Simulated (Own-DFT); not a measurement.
# What a change of functional does to the pressure

Calculated results; nothing here was measured. They come from Own-DFT, an in-house plane-wave density functional program, since retired, whose code no person has reviewed. Each row is one single-point run on a periodic cell that was not relaxed, without spin or spin-orbit coupling.

Known limits, some of them of some rows only: hafnium file: forces about 75 meV/angstrom off all-electron values; oxygen file: force components 24 meV/angstrom off all-electron in a glass; forces on such cells failed a check on a denser k mesh; forces on such cells passed a denser k mesh, each cell not checked; stress not checked against mesh or cutoff.

Each cell was run twice at the same cutoff, k mesh and smearing, with PBE and with PBEsol, on PseudoDojo norm-conserving files made for PBE. Atoms were moved at random from their sites; u is the rms move along one axis. Files made for PBEsol would give a somewhat different change.

| cell | atoms | volume (Å³/atom) | u (Å) | cutoff (hartree) | P with PBE (GPa) | P with PBEsol (GPa) | change (GPa) |
|---|---|---|---|---|---|---|---|
| C40 NbSi2 (Nb12Si24) | 36 | 14.64 | 0.019 | 42 | 1.47 | -2.18 | -3.65 |
| C40 NbSi2 (Nb12Si24) | 36 | 14.64 | 0.086 | 42 | 5.19 | 1.54 | -3.65 |
| C40 NbSi2 (Nb12Si24) | 36 | 14.26 | 0.048 | 42 | 7.91 | 4.13 | -3.78 |
| D0_22 TiAl3 (Al30Ti10) | 40 | 15.63 | 0.092 | 42 | 4.25 | 2.34 | -1.91 |
| D0_22 TiAl3 (Al30Ti10) | 40 | 15.63 | 0.019 | 42 | 1.97 | 0.06 | -1.90 |
| D0_22 TiAl3 (Al30Ti10) | 40 | 15.95 | 0.050 | 42 | 0.57 | -1.29 | -1.86 |
| monoclinic HfO2 (Hf32O64) | 96 | 11.52 | 0.051 | 72 | 5.21 | -1.26 | -6.46 |
| monoclinic HfO2 (Hf32O64) | 96 | 11.52 | 0.052 | 72 | 5.77 | -0.70 | -6.47 |
| monoclinic HfO2 (Hf32O64) | 96 | 11.52 | 0.052 | 72 | 6.23 | -0.24 | -6.46 |
| wurtzite AlGaN with randomly placed atoms (Al27Ga9N36) | 72 | 10.68 | 0.031 | 42 | 5.24 | 2.13 | -3.11 |
| wurtzite AlGaN with randomly placed atoms (Al27Ga9N36) | 72 | 10.68 | 0.030 | 42 | 5.20 | 2.08 | -3.13 |
| wurtzite AlGaN with randomly placed atoms (Al27Ga9N36) | 72 | 10.68 | 0.029 | 42 | 5.28 | ? | ? |

## Worked reading

Mean change of pressure by composition, in GPa: HfO2, -6.47; NbSi2, -3.69; Al3GaN4, -3.12; Al3Ti, -1.89. At a fixed cell PBEsol gives the lower pressure, because it favours a smaller volume than PBE. Here the change varies more between materials than between cells of one material.

## Withheld value

Question: what PBEsol pressure should the Al27Ga9N36 cell with the blank give?

Adding the mean change of the cells with its composition, -3.12 GPa, to 5.28 gives 2.2 GPa. The calculation gave 2.15 GPa.
